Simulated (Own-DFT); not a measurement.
# One host, several defects: 2H SiC

Calculated, not measured: single-point runs of Own-DFT, a retired in-house plane-wave DFT program that no person has reviewed, on unrelaxed cells, without spin or spin-orbit coupling.

Method: PBE; PseudoDojo norm-conserving scalar-relativistic files; cutoff 42 hartree; 4 x 4 x 3 k mesh centred on Gamma; Fermi-Dirac smearing of 0.1 eV.

Keep in mind (not all hold for every row): some atoms lie very close together; not probed for a lower state with spin; forces on such cells moved up to 12 meV/angstrom on a denser k mesh; forces on such cells passed a denser k mesh, each cell not checked; stress not checked against mesh or cutoff.

All runs share one cell, with vectors in Å (9.248, 0.000, 0.000); (-4.624, 8.009, 0.000); (0.000, 0.000, 10.068) and a volume of 745.7 Å³. Atoms were moved at random from their sites; u is the rms move along one axis. The defect's site can differ from row to row.

| cell | formula | u (Å) | P (GPa) |
|---|---|---|---|
| no defect | C36Si36 | 0.0285 | 3.79 |
| no defect | C36Si36 | 0.0296 | 3.80 |
| no defect | C36Si36 | 0.0592 | 6.55 |
| one C on a Si site | C37Si35 | 0.0327 | 1.78 |
| one C on a Si site | C37Si35 | 0.0497 | 3.45 |
| one C on a Si site | C37Si35 | 0.0523 | 3.52 |
| two N on a C site each | C34N2Si36 | 0.0320 | 3.04 |
| two N on a C site each | C34N2Si36 | 0.0473 | 4.08 |
| two N on a C site each | C34N2Si36 | 0.0536 | 4.58 |
| one C on a Si site and one Si on a C site | C36Si36 | 0.0300 | 7.48 |
| one C on a Si site and one Si on a C site | C36Si36 | 0.0310 | 8.13 |
| one C on a Si site and one Si on a C site | C36Si36 | 0.0482 | 9.05 |
| one C vacancy | C35Si36 | 0.0280 | 3.67 |
| one C vacancy | C35Si36 | 0.0289 | ? |
| one C vacancy | C35Si36 | 0.0299 | 3.80 |
| one C vacancy | C35Si36 | 0.0324 | 4.05 |

## Working it out

P = P0 + c u² + a shift for each defect gives P0 = 3.00 GPa, c = 994 ± 59 GPa/Å² and a scatter of 0.18 GPa. The shifts, and each times the cell's volume:

- one C on a Si site and one Si on a C site: 3.84 ± 0.15 GPa, 17.9 eV
- one C vacancy: -0.06 ± 0.16 GPa, -0.3 eV (not resolved)
- two N on a C site each: -1.13 ± 0.15 GPa, -5.2 eV (-2.6 eV for each of its 2 sites)
- one C on a Si site: -2.16 ± 0.15 GPa, -10.0 eV

A positive shift means that the defect pushes the cell outwards. Shift times volume (160.2 GPa Å³ is 1 eV) depends little on the cell's size, so, taken for each site, it can be compared between cells at like pressure. The atoms around the defects weren't relaxed, which would change these numbers.

## Test on the hidden row

Question: what pressure belongs in the blank (one C vacancy, u = 0.0289 Å)?

From the fit: 3.77 ± 0.21 GPa. The run itself gave 3.75 GPa.
